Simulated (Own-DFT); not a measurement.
# Computed records: GaP (zincblende, atoms displaced)

All values are calculated (Own-DFT development build). A calculation, not a measurement: plane-wave PBE density functional theory by an unreviewed code, no spin, of a simulated periodic cell, stress positive in tension, free energy of the whole cell less one offset for each atom, forces on such cells passed a denser k mesh, this cell's mesh not checked; offsets are fitted by least squares, one for each functional and potential file, so energies compare only between cells with the same atoms and settings and are not formation energies; the far tail of each file's local potential was reset to the Coulomb form; each entry is a single point on an unrelaxed cell, so the pressure reflects the starting lattice, mostly measured values (interpolated for alloys), from which strain is counted, and rises with the displacements; printed positions are rounded, which can move forces by about a meV/angstrom; the program, named Own-DFT, is a retired in-house code; no spin-orbit coupling; before rounding, a Quantum ESPRESSO 7.3.1 run of the same cell and cutoff gave forces within 1 meV/angstrom rms on each cell, which checks the program and not the settings.

Settings shared by all entries: functional PBE; potential files PseudoDojo norm-conserving, scalar-relativistic, standard set; wave cutoff 42 hartree; occupations Fermi-Dirac; smearing width 0.1 eV; k mesh 2 x 3 x 3 centred on Gamma.

(1) GaP (zincblende, atoms displaced)

```cif
# cell vector a (Å): 16.3515 0.0000 0.0000
# cell vector b (Å): 0.0000 10.9010 0.0000
# cell vector c (Å): 0.0000 0.0000 10.9010
data_GaP
_symmetry_space_group_name_H-M 'P 1'
_symmetry_Int_Tables_number 1
_cell_length_a 16.3515
_cell_length_b 10.9010
_cell_length_c 10.9010
_cell_angle_alpha 90.000
_cell_angle_beta 90.000
_cell_angle_gamma 90.000
_cell_volume 1943.08
loop_
_atom_site_label
_atom_site_type_symbol
_atom_site_fract_x
_atom_site_fract_y
_atom_site_fract_z
_atom_site_occupancy
Ga1 Ga 0.00251 0.99844 0.99838 1
Ga2 Ga 0.99643 0.25035 0.25095 1
Ga3 Ga 0.16569 0.99271 0.24190 1
Ga4 Ga 0.17024 0.25377 0.99869 1
P1 P 0.08851 0.12237 0.12381 1
P2 P 0.08615 0.37655 0.36943 1
P3 P 0.24556 0.12553 0.37715 1
P4 P 0.25076 0.36831 0.12030 1
Ga5 Ga 0.99987 0.00328 0.50774 1
Ga6 Ga 0.00187 0.25158 0.75542 1
Ga7 Ga 0.16724 0.99883 0.74807 1
Ga8 Ga 0.16617 0.25141 0.50343 1
P5 P 0.08284 0.13120 0.62238 1
P6 P 0.08739 0.37286 0.87864 1
P7 P 0.25110 0.12691 0.87481 1
P8 P 0.25090 0.37583 0.62544 1
Ga9 Ga 0.00110 0.50150 0.00540 1
Ga10 Ga 0.00223 0.75219 0.25341 1
Ga11 Ga 0.16574 0.49722 0.24742 1
Ga12 Ga 0.16908 0.74478 0.99630 1
P9 P 0.08398 0.62131 0.11726 1
P10 P 0.08218 0.86880 0.37762 1
P11 P 0.25265 0.62159 0.37034 1
P12 P 0.24487 0.87248 0.12216 1
Ga13 Ga 0.00308 0.49689 0.50351 1
Ga14 Ga 0.00178 0.75420 0.75313 1
Ga15 Ga 0.16597 0.50174 0.74503 1
Ga16 Ga 0.16937 0.74224 0.49559 1
P13 P 0.08447 0.62542 0.62008 1
P14 P 0.08224 0.86721 0.87546 1
P15 P 0.24167 0.63234 0.87414 1
P16 P 0.25340 0.87852 0.62838 1
Ga17 Ga 0.33157 0.99193 0.99223 1
Ga18 Ga 0.33627 0.25899 0.25145 1
Ga19 Ga 0.49942 0.99805 0.24933 1
Ga20 Ga 0.49998 0.23976 0.99540 1
P17 P 0.42175 0.13052 0.13258 1
P18 P 0.41711 0.37267 0.37100 1
P19 P 0.57992 0.12839 0.37667 1
P20 P 0.58821 0.37057 0.13081 1
Ga21 Ga 0.33429 0.00173 0.50050 1
Ga22 Ga 0.33632 0.25032 0.75072 1
Ga23 Ga 0.50463 0.99999 0.74999 1
Ga24 Ga 0.50220 0.24584 0.49867 1
P21 P 0.41919 0.12586 0.62648 1
P22 P 0.41665 0.36777 0.87897 1
P23 P 0.58119 0.12606 0.87724 1
P24 P 0.58628 0.37822 0.63390 1
Ga25 Ga 0.33365 0.49708 0.00333 1
Ga26 Ga 0.33539 0.75488 0.25124 1
Ga27 Ga 0.50059 0.49212 0.25156 1
Ga28 Ga 0.49925 0.75094 0.00282 1
P25 P 0.41283 0.62762 0.12440 1
P26 P 0.41407 0.88130 0.37545 1
P27 P 0.58330 0.61690 0.38225 1
P28 P 0.58167 0.87721 0.13126 1
Ga29 Ga 0.33349 0.50239 0.50359 1
Ga30 Ga 0.33422 0.74621 0.75122 1
Ga31 Ga 0.50107 0.49162 0.75542 1
Ga32 Ga 0.49740 0.75133 0.49991 1
P29 P 0.41977 0.62408 0.62436 1
P30 P 0.41884 0.87752 0.88142 1
P31 P 0.58551 0.62463 0.88062 1
P32 P 0.58663 0.87230 0.62960 1
Ga33 Ga 0.66837 0.99549 0.99827 1
Ga34 Ga 0.66706 0.24441 0.25221 1
Ga35 Ga 0.83310 0.00505 0.24907 1
Ga36 Ga 0.82794 0.24343 0.00280 1
P33 P 0.75403 0.13643 0.12671 1
P34 P 0.75459 0.38054 0.37516 1
P35 P 0.92594 0.12379 0.37749 1
P36 P 0.92144 0.38052 0.12081 1
Ga37 Ga 0.67086 0.99339 0.49962 1
Ga38 Ga 0.66247 0.25488 0.75783 1
Ga39 Ga 0.83676 0.00073 0.75211 1
Ga40 Ga 0.82938 0.25078 0.50387 1
P37 P 0.74997 0.12623 0.62814 1
P38 P 0.75616 0.36915 0.87488 1
P39 P 0.91225 0.12691 0.87105 1
P40 P 0.91438 0.37675 0.62787 1
Ga41 Ga 0.66335 0.49853 0.99029 1
Ga42 Ga 0.66383 0.74806 0.24508 1
Ga43 Ga 0.83283 0.50646 0.25272 1
Ga44 Ga 0.83449 0.75244 0.99734 1
P41 P 0.75203 0.62213 0.12963 1
P42 P 0.75171 0.87280 0.37663 1
P43 P 0.90809 0.62592 0.37683 1
P44 P 0.92085 0.86923 0.12048 1
Ga45 Ga 0.66711 0.49673 0.50233 1
Ga46 Ga 0.66604 0.74313 0.75785 1
Ga47 Ga 0.83272 0.50205 0.74783 1
Ga48 Ga 0.83450 0.74759 0.50309 1
P45 P 0.75202 0.62372 0.61987 1
P46 P 0.75166 0.87630 0.87581 1
P47 P 0.91726 0.62786 0.87009 1
P48 P 0.91327 0.88003 0.61617 1
```

It finds free energy of cell above offsets -50.115 eV; pressure 3.25 GPa; stress xx -3.21 GPa; stress yy -3.24 GPa; stress zz -3.31 GPa; stress yz 0.04 GPa; stress xz 0.39 GPa; stress xy -0.04 GPa.

Force:
```csv
element,x (eV/Å),y (eV/Å),z (eV/Å)
Ga,-0.28,0.376,-0.102
Ga,1.063,0.199,-0.627
Ga,-0.255,0.427,1.326
Ga,-0.38,-1.058,-0.038
P,-0.915,0.669,-0.263
P,-0.593,-0.411,0.716
P,0.721,-0.165,-0.591
P,0.256,0.985,0.859
Ga,0.703,-0.425,-0.652
Ga,-0.41,0.207,-0.288
Ga,-0.356,0.237,0.275
Ga,0.135,0.338,-0.614
P,0.054,-0.572,0.941
P,-0.557,0.701,-0.383
P,-0.022,-0.326,-0.321
P,0.191,-0.09,0.181
Ga,-0.01,0.003,-1.541
Ga,-0.605,-0.998,-0.341
Ga,0.491,0.255,-0.547
Ga,-1.277,0.887,0.986
P,0.339,0.785,1.295
P,0.548,0.867,0.316
P,0.018,0.075,-0.03
P,1.238,-0.323,-0.162
Ga,-0.787,0.083,-0.688
Ga,-0.648,-0.385,-1.295
Ga,-0.15,-0.198,0.335
Ga,0.287,0.704,0.234
P,-0.305,0.232,0.56
P,0.8,1.223,0.046
P,2.207,-1.814,-0.883
P,-0.246,-0.748,-0.583
Ga,-0.12,1.169,1.326
Ga,-0.881,-1.376,-0.164
Ga,-0.062,0.621,0.523
Ga,0.073,1.092,1.345
P,-1.286,-0.873,-0.777
P,0.168,0.598,1.552
P,1.226,-1.347,-0.179
P,-0.726,0.209,-1.257
Ga,-0.526,0.602,0.169
Ga,-0.46,-0.203,-0.27
Ga,-0.509,-0.161,-0.056
Ga,-0.41,1.019,0.691
P,0.007,-0.205,-0.08
P,0.104,0.767,0.036
P,1.052,-0.788,-0.259
P,-0.474,-0.485,-1.108
Ga,-0.526,0.429,-0.629
Ga,-0.645,-0.108,-0.226
Ga,0.15,0.729,-0.423
Ga,0.137,-0.116,0.258
P,0.887,-0.452,0.323
P,0.585,-0.534,0.024
P,-0.389,0.856,-0.776
P,0.385,-0.246,-0.837
Ga,0.26,-0.332,-0.507
Ga,0.11,0.35,0.179
Ga,-0.326,0.819,0.098
Ga,0.593,0.158,-0.093
P,-0.271,-0.264,0.713
P,0.312,-0.649,-1.268
P,-1.367,0.175,-0.467
P,-0.272,-0.204,-0.34
Ga,-0.138,0.721,0.593
Ga,0.278,0.74,0.688
Ga,0.829,-0.554,0.178
Ga,2.063,1.415,-0.714
P,-1.453,-2.204,0.695
P,-0.914,-0.94,-0.002
P,-1.908,0.23,-0.009
P,-1.534,-0.879,0.719
Ga,-0.468,0.811,0.212
Ga,0.98,-0.632,-0.232
Ga,-0.705,-0.149,-0.683
Ga,0.887,-0.138,-0.346
P,-0.594,-0.211,0.242
P,-1.077,0.923,-0.133
P,1.138,-0.071,1.011
P,0.758,-0.381,-0.129
Ga,1.422,-0.859,1.523
Ga,0.449,-0.361,0.938
Ga,0.43,-0.884,-0.624
Ga,-0.033,-0.584,0.439
P,-0.767,0.487,-1.418
P,-0.124,-0.104,-0.758
P,2.312,-0.012,0.103
P,-0.496,0.875,0.538
Ga,0.367,-0.059,0.016
Ga,0.734,0.379,-0.826
Ga,0.192,0.02,0.185
Ga,-0.432,0.489,-0.301
P,-0.733,0.181,0.989
P,-0.116,-0.273,-0.328
P,-0.016,-0.44,0.426
P,0.61,-0.532,1.362
```

(2) GaP (zincblende, atoms displaced)

```cif
# cell vector a (Å): 16.3515 0.0000 0.0000
# cell vector b (Å): 0.0000 10.9010 0.0000
# cell vector c (Å): 0.0000 0.0000 10.9010
data_GaP
_symmetry_space_group_name_H-M 'P 1'
_symmetry_Int_Tables_number 1
_cell_length_a 16.3515
_cell_length_b 10.9010
_cell_length_c 10.9010
_cell_angle_alpha 90.000
_cell_angle_beta 90.000
_cell_angle_gamma 90.000
_cell_volume 1943.08
loop_
_atom_site_label
_atom_site_type_symbol
_atom_site_fract_x
_atom_site_fract_y
_atom_site_fract_z
_atom_site_occupancy
Ga1 Ga 0.00272 0.99533 0.00512 1
Ga2 Ga 0.00108 0.25134 0.25170 1
Ga3 Ga 0.16855 0.99992 0.25217 1
Ga4 Ga 0.16394 0.25380 0.99965 1
P1 P 0.08409 0.13170 0.13126 1
P2 P 0.08253 0.36875 0.38020 1
P3 P 0.24641 0.12003 0.37369 1
P4 P 0.24832 0.37319 0.12565 1
Ga5 Ga 0.00065 0.99544 0.50078 1
Ga6 Ga 0.99930 0.24531 0.75476 1
Ga7 Ga 0.16380 0.00100 0.74783 1
Ga8 Ga 0.16635 0.25039 0.50012 1
P5 P 0.08457 0.12520 0.62564 1
P6 P 0.08021 0.37586 0.87444 1
P7 P 0.25159 0.12656 0.87493 1
P8 P 0.25026 0.37519 0.62271 1
Ga9 Ga 0.00298 0.50105 0.99779 1
Ga10 Ga 0.00371 0.74470 0.24963 1
Ga11 Ga 0.16813 0.49211 0.25388 1
Ga12 Ga 0.17298 0.74929 0.00683 1
P9 P 0.07974 0.62750 0.12053 1
P10 P 0.08286 0.86930 0.37509 1
P11 P 0.24713 0.62357 0.37146 1
P12 P 0.25026 0.87675 0.11937 1
Ga13 Ga 0.00072 0.50178 0.49671 1
Ga14 Ga 0.00116 0.74822 0.74180 1
Ga15 Ga 0.16612 0.49898 0.75119 1
Ga16 Ga 0.16697 0.74621 0.49395 1
P13 P 0.08089 0.63318 0.62163 1
P14 P 0.08617 0.87305 0.86891 1
P15 P 0.25125 0.62112 0.88770 1
P16 P 0.24570 0.87927 0.62682 1
Ga17 Ga 0.32870 0.00247 0.00868 1
Ga18 Ga 0.32972 0.25553 0.25278 1
Ga19 Ga 0.49913 0.98999 0.24624 1
Ga20 Ga 0.49893 0.25877 0.99762 1
P17 P 0.41956 0.13072 0.12809 1
P18 P 0.42009 0.37405 0.37484 1
P19 P 0.58367 0.12942 0.37427 1
P20 P 0.58916 0.37132 0.12205 1
Ga21 Ga 0.33672 0.00742 0.49937 1
Ga22 Ga 0.33322 0.25342 0.75395 1
Ga23 Ga 0.50281 0.00218 0.75282 1
Ga24 Ga 0.49821 0.24089 0.50406 1
P21 P 0.41514 0.11820 0.62539 1
P22 P 0.41870 0.37733 0.87072 1
P23 P 0.58549 0.12662 0.87589 1
P24 P 0.58153 0.38441 0.62543 1
Ga25 Ga 0.33349 0.49895 0.99866 1
Ga26 Ga 0.33469 0.75433 0.24680 1
Ga27 Ga 0.50063 0.50362 0.25197 1
Ga28 Ga 0.50142 0.75029 0.99693 1
P25 P 0.41252 0.61512 0.12930 1
P26 P 0.41824 0.86884 0.37477 1
P27 P 0.57773 0.61461 0.37408 1
P28 P 0.58121 0.87143 0.12617 1
Ga29 Ga 0.33187 0.49762 0.49872 1
Ga30 Ga 0.32898 0.75420 0.75775 1
Ga31 Ga 0.50017 0.49607 0.73980 1
Ga32 Ga 0.49657 0.75002 0.50138 1
P29 P 0.41703 0.62701 0.62742 1
P30 P 0.42110 0.86624 0.87556 1
P31 P 0.58362 0.61610 0.87764 1
P32 P 0.58483 0.88247 0.61955 1
Ga33 Ga 0.66482 0.99750 0.99548 1
Ga34 Ga 0.66651 0.24301 0.25146 1
Ga35 Ga 0.83568 0.00461 0.24728 1
Ga36 Ga 0.82847 0.25453 0.99853 1
P33 P 0.74903 0.12780 0.12577 1
P34 P 0.74829 0.38085 0.37553 1
P35 P 0.91435 0.12755 0.37802 1
P36 P 0.92116 0.36809 0.12164 1
Ga37 Ga 0.66784 0.00163 0.50007 1
Ga38 Ga 0.66659 0.25097 0.75335 1
Ga39 Ga 0.83017 0.99617 0.74741 1
Ga40 Ga 0.83173 0.25689 0.50426 1
P37 P 0.75061 0.12729 0.62143 1
P38 P 0.75534 0.37603 0.87766 1
P39 P 0.91710 0.11648 0.87306 1
P40 P 0.91513 0.37449 0.62405 1
Ga41 Ga 0.66447 0.49713 0.99876 1
Ga42 Ga 0.67149 0.75046 0.24556 1
Ga43 Ga 0.83342 0.49945 0.24312 1
Ga44 Ga 0.83631 0.74687 0.99564 1
P41 P 0.75070 0.62702 0.12055 1
P42 P 0.75192 0.87986 0.36385 1
P43 P 0.91990 0.62717 0.37953 1
P44 P 0.91470 0.88109 0.11719 1
Ga45 Ga 0.66239 0.50039 0.49835 1
Ga46 Ga 0.66957 0.74820 0.74717 1
Ga47 Ga 0.83526 0.50350 0.74437 1
Ga48 Ga 0.83020 0.74901 0.49650 1
P45 P 0.74295 0.62978 0.62750 1
P46 P 0.75056 0.87652 0.87676 1
P47 P 0.91654 0.61493 0.87261 1
P48 P 0.91948 0.86933 0.62908 1
```

The calculation gives: free energy of cell above offsets -50.634 eV; pressure 3.16 GPa; stress xx -3.18 GPa; stress yy -3.1 GPa; stress zz -3.21 GPa; stress yz -0.05 GPa; stress xz -0.07 GPa; stress xy 0.12 GPa.

Force:
```csv
element,x (eV/Å),y (eV/Å),z (eV/Å)
Ga,0.517,0.622,-0.767
Ga,-0.499,-0.334,0.423
Ga,-0.83,-0.521,-0.471
Ga,0.256,-0.374,-0.126
P,0.17,-0.989,-0.563
P,0.064,0.774,-0.401
P,0.945,0.879,0.492
P,0.197,0.202,-0.484
Ga,-0.215,0.35,-0.011
Ga,-0.35,0.057,-0.455
Ga,0.428,0.335,0.42
Ga,0.194,-0.488,0.276
P,-0.48,0.199,-0.256
P,0.555,-0.171,-0.273
P,-0.648,-0.105,0.119
P,-0.12,-0.068,0.411
Ga,-0.638,-0.303,0.228
Ga,-1.089,0.814,-0.176
Ga,-0.864,0.464,-0.383
Ga,-1.403,-0.105,-0.83
P,1.269,-0.561,0.451
P,0.258,0.701,-0.374
P,0.785,0.125,-0.017
P,-0.095,-0.023,1.551
Ga,0.002,-0.362,0.649
Ga,-0.253,-0.092,1.621
Ga,-0.119,0.499,-0.172
Ga,0.157,0.447,0.634
P,1.025,-1.514,-0.105
P,-0.184,-0.379,1.016
P,-0.458,0.244,-1.477
P,0.856,-0.49,-0.654
Ga,1.634,0.568,-1.057
Ga,0.537,-0.596,0.138
Ga,0.049,1.163,0.528
Ga,0.46,-0.661,0.256
P,-0.6,-0.364,-0.085
P,-0.575,-0.204,0.321
P,-0.465,-1.218,0.144
P,-1.01,0.26,0.719
Ga,-0.918,-1.325,-0.45
Ga,0.06,-0.343,-0.498
Ga,-0.177,-0.433,-0.066
Ga,0.275,0.868,-0.089
P,0.382,0.964,1.011
P,-0.351,0.185,0.075
P,-0.65,0.235,0.071
P,0.705,-2.253,-0.501
Ga,0.299,-0.804,0.479
Ga,-0.402,-0.63,0.064
Ga,-0.28,-1.419,-1.085
Ga,-0.015,-1.258,0.69
P,0.697,1.118,-0.49
P,-0.634,0.867,0.04
P,1.249,2.184,0.437
P,0.751,-0.089,-0.525
Ga,0.6,0.458,-0.18
Ga,0.129,-0.397,-0.531
Ga,-0.484,1.145,1.24
Ga,0.892,-0.288,0.129
P,-1.007,0.04,0.021
P,-0.895,1.551,0.013
P,-0.289,0.875,-0.893
P,-0.277,-1.04,0.557
Ga,0.163,0.148,0.825
Ga,0.293,0.93,0.043
Ga,0.063,0.225,-0.285
Ga,1.325,-1.183,0.327
P,0.025,-0.57,-0.431
P,0.132,-0.453,-0.256
P,0.449,-0.076,0.09
P,-0.561,0.781,0.048
Ga,0.23,0.266,-0.808
Ga,0.31,0.442,-0.389
Ga,0.542,0.265,-0.121
Ga,-0.136,-0.232,-0.715
P,-0.215,-0.067,0.512
P,-1.103,0.734,-1.068
P,-0.374,0.481,0.577
P,0.873,0.263,0.224
Ga,0.954,0.015,0.045
Ga,-0.896,-0.415,0.441
Ga,0.529,0.042,0.412
Ga,-0.067,0.154,-0.084
P,0.061,-0.395,-0.18
P,-0.196,-0.254,1.073
P,-0.857,-0.297,-0.969
P,0.335,-1.158,1.098
Ga,0.438,0.186,0.015
Ga,-1.394,1.029,1.164
Ga,-0.733,-0.343,-0.091
Ga,0.167,0.329,0.266
P,1.414,-1.114,-1.252
P,-0.158,-0.608,-0.302
P,0.509,1.242,-0.104
P,-1.244,0.639,-0.885
```
